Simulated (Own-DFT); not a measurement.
# What random displacements cost in beta-Si3N4, 42 atoms (N24Si18)

All numbers below are calculated, not measured. They come from Own-DFT, an in-house plane-wave density functional program, since retired, whose code no person has reviewed. Each row is one single-point run on a periodic cell that was not relaxed, without spin or spin-orbit coupling.

Settings of every run: PBEsol; PseudoDojo norm-conserving scalar-relativistic files, made for PBE; cutoff 42 hartree; 3 x 3 x 3 k mesh centred on Gamma; Fermi-Dirac smearing of 0.1 eV.

Known limits, some of them of some rows only: some atoms lie very close together; forces on such cells passed a denser k mesh, each cell not checked; stress not checked against mesh or cutoff.

Cell vectors in Å: (7.606, 0.000, 0.000); (-3.803, 6.587, 0.000); (0.000, 0.000, 8.727). In each run every atom was moved at random and independently from its ideal site; u is the rms move along one axis. E is the free energy for each atom above the fitted value at u = 0, and F the rms of the force components.

| run | u (Å) | E (meV/atom) | F (eV/Å) | largest force (eV/Å) | P (GPa) |
|---|---|---|---|---|---|
| 1 | 0.0206 | 23.2 | 0.905 | 3.28 | 3.15 |
| 2 | 0.0206 | 19.3 | 0.874 | 3.03 | 3.14 |
| 3 | 0.0216 | ? | ? | ? | ? |
| 4 | 0.0435 | 81.5 | 1.693 | 6.05 | 4.78 |
| 5 | 0.0482 | 119.5 | 2.129 | 7.44 | 5.09 |
| 6 | 0.0494 | 97.5 | 1.844 | 8.39 | 5.02 |
| 7 | 0.0947 | 412.6 | 4.282 | 18.27 | 13.87 |
| 8 | 0.0983 | 523.3 | 6.062 | 36.14 | 17.09 |
| 9 | 0.1650 | 1114.0 | 7.831 | 27.81 | 31.45 |

## Worked fit

For small independent moves the energy grows as E = (3/2) K u², with K the mean stiffness felt by one atom. The runs with u up to 0.11 Å give K = 31.8 ± 2.0 eV/Å², with residuals divided by u² + 0.0006 Å², since the noise grows with the moves. The scatter is 14.4 meV/atom at u = 0.05 Å. The forces follow F = G u with G = 45.4 eV/Å²; no force at u = 0 is resolved. G exceeds K because the moves of its neighbours add to the force on an atom, and stiffness differs between atoms. At u = 0.165 Å the parabola gives 1297 meV/atom and the run 1114. The pressure follows P = 2.12 + 1428 u² GPa: at fixed volume, shortened bonds push harder than stretched ones pull.

## Withheld run

Question: what energy and rms force should run 3 give?

The fit gives 22 ± 5 meV/atom and about 0.98 eV/Å. The calculation gave 17.9 meV/atom and 0.832 eV/Å.
